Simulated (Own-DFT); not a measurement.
# Response to strain: 2H SiC, 32 atoms (C16Si16)

All numbers below are calculated, not measured. They come from Own-DFT, an in-house plane-wave density functional program, since retired, whose code no person has reviewed. Each row is one single-point run on a periodic cell that was not relaxed, without spin or spin-orbit coupling.

Settings of every run: PBE; PseudoDojo norm-conserving scalar-relativistic files; cutoff 42 hartree; 5 x 5 x 3 k mesh centred on Gamma; Fermi-Dirac smearing of 0.1 eV.

Known limits: forces on such cells passed a denser k mesh, each cell not checked; stress not checked against mesh or cutoff.

Unstrained cell vectors in Å: (6.165, 0.000, 0.000); (-3.083, 5.339, 0.000); (0.000, 0.000, 10.068). The unstrained cell has measured lattice constants (interpolated for alloys), not those of this functional. That, the random moves and any unrelaxed bonds set the pressure at no strain. Each run strains this cell uniformly, with the atoms carried along. Every atom was also moved at random, by a Gaussian of width 0.05 Å on each axis. Strain is the symmetric tensor, in per cent. Stress is positive in tension, and the pressure is minus a third of its trace.

```
run  e_xx (%)  e_yy (%)  e_zz (%)  e_yz (%)  e_xz (%)  e_xy (%)  s_xx (GPa)  s_yy (GPa)  s_zz (GPa)  s_yz (GPa)  s_xz (GPa)  s_xy (GPa)  P (GPa)  E (meV/atom)
  1      0.53     -1.45     -0.51      1.52     -1.53     -1.42       -3.64      -13.56      -10.65        5.90       -6.04       -7.13     9.28          24.5
  2      1.36     -0.83      0.62     -1.96      1.58     -1.99        2.07       -6.02       -5.28       -5.27        4.70       -8.73     3.08          34.6
  3      1.40      1.91      0.07      1.18      1.77     -1.76        4.41        8.09       -7.84        3.05        5.36       -6.53    -1.55          23.1
  4     -1.47      1.77     -1.75     -1.82      1.58      1.86      -10.27        0.73      -18.92       -5.74        4.13        7.02     9.49          53.6
  5     -0.19     -0.10      1.36     -0.48      1.80     -1.39       -2.41       -6.40       -0.59       -0.84        6.00       -7.32     3.13           0.0
  6     -0.17      0.24     -0.86      0.39      0.53     -1.54       -6.00       -4.39      -11.66        0.38        2.41       -9.26     7.35          16.1
  7      1.32      0.36     -0.58      0.89      0.55     -0.27        2.55       -2.07       -9.22        5.38        1.86       -1.98     2.91           0.1
  8     -1.31     -0.07     -1.14      0.75      1.10     -1.70      -15.01       -9.36      -11.97        2.64        3.25       -9.07    12.11          32.3
  9     -1.53     -1.31      0.13      1.27      0.70     -1.31      -13.28      -11.50      -10.77        2.59        1.16       -5.09    11.85          26.1
 10     -0.39      1.41      1.39      1.13      1.18      0.11       -4.66        1.07        1.29        4.27        4.20        1.84     0.77          27.1
 11      1.67      1.22     -1.24     -0.39     -0.32     -1.33        4.48        5.94      -18.09       -0.76       -1.48       -5.01     2.56          27.0
 12     -0.34      1.81     -0.87      0.06      0.54      1.57       -6.21        5.39      -12.48       -1.29        2.98        8.27     4.43           8.8
 13      0.80     -1.97      1.76      0.18      1.87      0.13       -2.84      -12.98        2.01        0.05        6.44        0.38     4.60          40.3
 14      0.94      0.73     -0.42     -0.51      0.96     -0.35       -0.20       -1.15       -8.45       -1.34        2.66       -0.56     3.27          22.9
 15     -1.35     -0.50      1.98      1.44     -0.99      0.69      -11.99       -7.15        2.85        5.14       -4.21        3.16     5.43           3.4
 16     -1.09      0.98     -0.81     -1.71      1.71     -1.60       -9.63       -1.44      -11.31       -5.34        4.25       -5.45     7.46          18.6
 17      0.81     -1.36     -1.27     -0.34      0.68     -1.85       -3.16      -10.65      -17.91       -0.75        3.36      -11.05    10.57          33.8
 18      0.98     -0.32      1.60     -0.53     -1.14      1.72           ?           ?           ?           ?           ?           ?        ?             ?
```

E is the free energy for each atom above the lowest run shown.

## Worked fit

Each stress component was fitted by least squares to a constant and the strains of the runs shown, as fractions, with shears doubled. Shear strains stay in the fit of a normal stress only where such slopes are resolved. The slopes, in GPa:

| stress | at no strain | per e_xx | per e_yy | per e_zz | scatter |
|---|---|---|---|---|---|
| s_xx | -4.9 | 521 ± 28 | 116 ± 27 | 71 ± 29 | 1.26 |
| s_yy | -4.8 | 156 ± 35 | 522 ± 33 | 45 ± 36 | 1.55 |
| s_zz | -8.1 | -8 ± 42 | 44 ± 40 | 589 ± 44 | 1.89 |

Each shear stress against twice its own strain: yz 147 ± 16, xz 180 ± 14, xy 217 ± 17 GPa. These are stiffnesses along x, y and z of the frame in which the cell vectors are given, which need not be the crystal's axes. The atoms are held to the strained lattice; where symmetry lets them move under strain, relaxing them would lower some slopes. The table should be nearly symmetric about its diagonal, and what it lacks of that shows the noise. A ninth of its sum, 229 ± 5 GPa, estimates the bulk modulus near the mean pressure of these runs, 5.7 GPa, so it lies above the value at zero pressure.

## Withheld run

Question: what normal stresses and pressure should run 18 give?

The fit gives s_xx = 1.0, s_yy = -4.2, s_zz = 1.1 and P = 0.7 GPa. The calculation gave 0.29, -2.39, 0.78 and P = 0.44 GPa.
